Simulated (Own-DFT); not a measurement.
# Which defects push the lattice out? zincblende GaAs

No measurement is shown. These are fixed-geometry runs of a retired plane-wave code named Own-DFT, which no person has reviewed; spin and spin-orbit coupling are neglected.

Common settings: PBE; PseudoDojo norm-conserving scalar-relativistic files; cutoff 42 hartree; 3 x 3 x 3 k mesh centred on Gamma; Fermi-Dirac smearing of 0.1 eV.

Keep in mind (not all hold for every row): not probed for a lower state with spin; forces not confirmed at this smearing and k mesh; stress not checked against mesh or cutoff.

All runs share one cell, with vectors in Å (10.862, 0.000, 0.000); (0.000, 10.862, 0.000); (0.000, 0.000, 11.796) and a volume of 1391.7 Å³, strained against the parent crystal. u is the rms random offset of the atoms per axis. The defect's site can differ from row to row.

```
                             cell     formula   u (Å)  P (GPa)
                        no defect    As32Ga32  0.0300     6.66
                        no defect    As32Ga32  0.0469     6.89
                        no defect    As32Ga32  0.0498     7.01
one As vacancy and one Ga vacancy    As31Ga31  0.0299     5.97
one As vacancy and one Ga vacancy    As31Ga31  0.0472     6.24
one As vacancy and one Ga vacancy    As31Ga31  0.0549     6.40
              one Al on a Ga site  AlAs32Ga31  0.0283     6.63
              one Al on a Ga site  AlAs32Ga31  0.0470     6.96
              one Al on a Ga site  AlAs32Ga31  0.0502     6.98
              one In on a Ga site  As32Ga31In  0.0303     7.48
              one In on a Ga site  As32Ga31In  0.0313     7.42
              one In on a Ga site  As32Ga31In  0.0314     7.40
              one P on an As site   As31Ga32P  0.0279        ?
              one P on an As site   As31Ga32P  0.0306     6.40
              one P on an As site   As31Ga32P  0.0432     6.67
              one P on an As site   As31Ga32P  0.0473     6.70
```

## What the rows give

P = P0 + c u² + a shift for each defect gives P0 = 6.46 GPa, c = 212 ± 14 GPa/Å² and a scatter of 0.03 GPa. The shifts, and each times the cell's volume:

- one In on a Ga site: 0.77 ± 0.03 GPa, 6.7 eV
- one Al on a Ga site: 0.00 ± 0.03 GPa, 0.0 eV (not resolved)
- one P on an As site: -0.23 ± 0.03 GPa, -2.0 eV
- one As vacancy and one Ga vacancy: -0.69 ± 0.03 GPa, -6.0 eV

A positive shift means that the defect pushes the cell outwards. Shift times volume (160.2 GPa Å³ is 1 eV) depends little on the cell's size, so, taken for each site, it can be compared between cells at like pressure. The atoms around the defects weren't relaxed, which would change these numbers.

## Check

The question: what pressure belongs in the blank (one P on an As site, u = 0.0279 Å)?

Estimate: 6.40 ± 0.04 GPa. The hidden result is 6.34 GPa.
